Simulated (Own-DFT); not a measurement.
# Response to strain: wurtzite AlGaN with randomly placed atoms, 128 atoms (Al48Ga16N64)

All numbers below are calculated, not measured. The program, named Own-DFT, is a retired in-house plane-wave density functional code that no person has reviewed. Each row is one single-point run on a periodic cell that was not relaxed, without spin or spin-orbit coupling.

Settings of every run: PBE; PseudoDojo norm-conserving scalar-relativistic files (stringent for Ga); cutoff 96 hartree; 3 x 3 x 3 k mesh centred on Gamma; Gaussian smearing of 0.01 eV.

Known limits: k mesh not checked against a denser one; stress not checked against mesh or cutoff.

Unstrained cell vectors in Å: (12.525, 0.000, 0.000); (-6.262, 10.847, 0.000); (0.000, 0.000, 10.066). The unstrained cell has measured lattice constants (interpolated for alloys), not those of this functional. That, the random moves and any unrelaxed bonds set the pressure at no strain. Each run strains this cell uniformly, with the atoms carried along. Every atom was also moved at random, by a Gaussian of width 0.05 Å on each axis. The random placing of the alloy's atoms differs from row to row. Strain is the symmetric tensor, in per cent. Stress is positive in tension, and the pressure is minus a third of its trace.

```
run  e_xx (%)  e_yy (%)  e_zz (%)  s_xx (GPa)  s_yy (GPa)  s_zz (GPa)  P (GPa)  E (meV/atom)
  1      2.00      2.00      0.00        3.80        3.88       -4.08    -1.20           2.9
  2      2.50      2.50      0.00        6.53        4.96       -2.31    -3.06           3.6
  3     -1.00     -1.00      0.00      -12.24      -12.22       -8.49    10.99          15.9
  4     -1.75     -1.75      0.00      -16.58      -17.65       -9.66    14.63          32.8
  5      0.75      0.75      0.00       -2.98       -2.98       -4.66     3.54           3.4
  6     -2.25     -2.25      0.00      -19.58      -20.21      -12.62    17.47          48.5
  7      0.50      0.50      0.00       -1.73       -5.46       -6.14     4.45           0.0
  8     -0.75     -0.75      0.00      -11.07       -9.33       -7.97     9.46          10.2
  9      0.25      0.25      0.00           ?           ?           ?        ?             ?
```

E is the free energy for each atom above the lowest run shown.

## Worked fit

The change of volume is close to e_xx + e_yy + e_zz. A straight line through the runs shown gives P = 7.09 - 212 x (fractional change of volume) GPa, with an error of 7 on the slope and a scatter of 0.64 GPa. The strain isn't the same on all axes and the cell isn't cubic, so the slope belongs to this path and is not the bulk modulus.

## Withheld run

Question: what pressure should run 9 give? Its volume changes by 0.50 %.

The line gives 6.0 GPa. The calculation gave 5.79 GPa.
